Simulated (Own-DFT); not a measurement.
# Which defects push the lattice out? 2H SiC

The numbers are computed, not measured, by runs of the plane-wave DFT program Own-DFT (in-house, retired, unreviewed) at fixed positions, with no spin and no spin-orbit coupling.

Common settings: PBE; PseudoDojo norm-conserving scalar-relativistic files; cutoff 42 hartree; 4 x 4 x 3 k mesh centred on Gamma; Fermi-Dirac smearing of 0.1 eV.

Caveats (not all hold for every row): a neutral cation vacancy leaves holes that likely carry spin, which these runs leave out; some atoms lie very close together; not probed for a lower state with spin; forces on such cells moved up to 12 meV/angstrom on a denser k mesh; forces on such cells passed a denser k mesh, each cell not checked; stress not checked against mesh or cutoff.

All runs share one cell, with vectors in Å (9.248, 0.000, 0.000); (-4.624, 8.009, 0.000); (0.000, 0.000, 10.068) and a volume of 745.7 Å³. u is the rms random offset of the atoms per axis. The defect's site can differ from row to row.

```
                                     cell  formula   u (Å)  P (GPa)
                                no defect  C36Si36  0.0296     3.94
                                no defect  C36Si36  0.0549     6.24
                                no defect  C36Si36  0.0570     5.78
                       one C on a Si site  C37Si35  0.0275     1.69
                       one C on a Si site  C37Si35  0.0298     2.08
                       one C on a Si site  C37Si35  0.0521     3.64
                           one Si vacancy  C36Si35  0.0465     4.17
                           one Si vacancy  C36Si35  0.0511        ?
                           one Si vacancy  C36Si35  0.0536     4.77
                           one Si vacancy  C36Si35  0.0538     5.39
one C on a Si site and one Si on a C site  C36Si36  0.0317     8.11
one C on a Si site and one Si on a C site  C36Si36  0.0486     9.40
one C on a Si site and one Si on a C site  C36Si36  0.0530     9.87
                       one Si on a C site  C35Si37  0.0308    10.35
                       one Si on a C site  C35Si37  0.0326    10.00
                       one Si on a C site  C35Si37  0.0531    12.02
```

## Fit

P = P0 + c u² + a shift for each defect gives P0 = 3.05 GPa, c = 954 ± 81 GPa/Å² and a scatter of 0.26 GPa. The shifts, and each times the cell's volume:

- one Si on a C site: 6.21 ± 0.22 GPa, 28.9 eV
- one C on a Si site and one Si on a C site: 4.12 ± 0.21 GPa, 19.2 eV
- one Si vacancy: -0.79 ± 0.21 GPa, -3.7 eV
- one C on a Si site: -1.96 ± 0.22 GPa, -9.1 eV

A positive shift means that the defect pushes the cell outwards. Shift times volume (160.2 GPa Å³ is 1 eV) depends little on the cell's size, so, taken for each site, it can be compared between cells at like pressure. The atoms around the defects weren't relaxed, which would change these numbers.

## Check

Asked: what pressure belongs in the blank (one Si vacancy, u = 0.0511 Å)?

From the fit: 4.75 ± 0.30 GPa. The run itself gave 4.39 GPa.
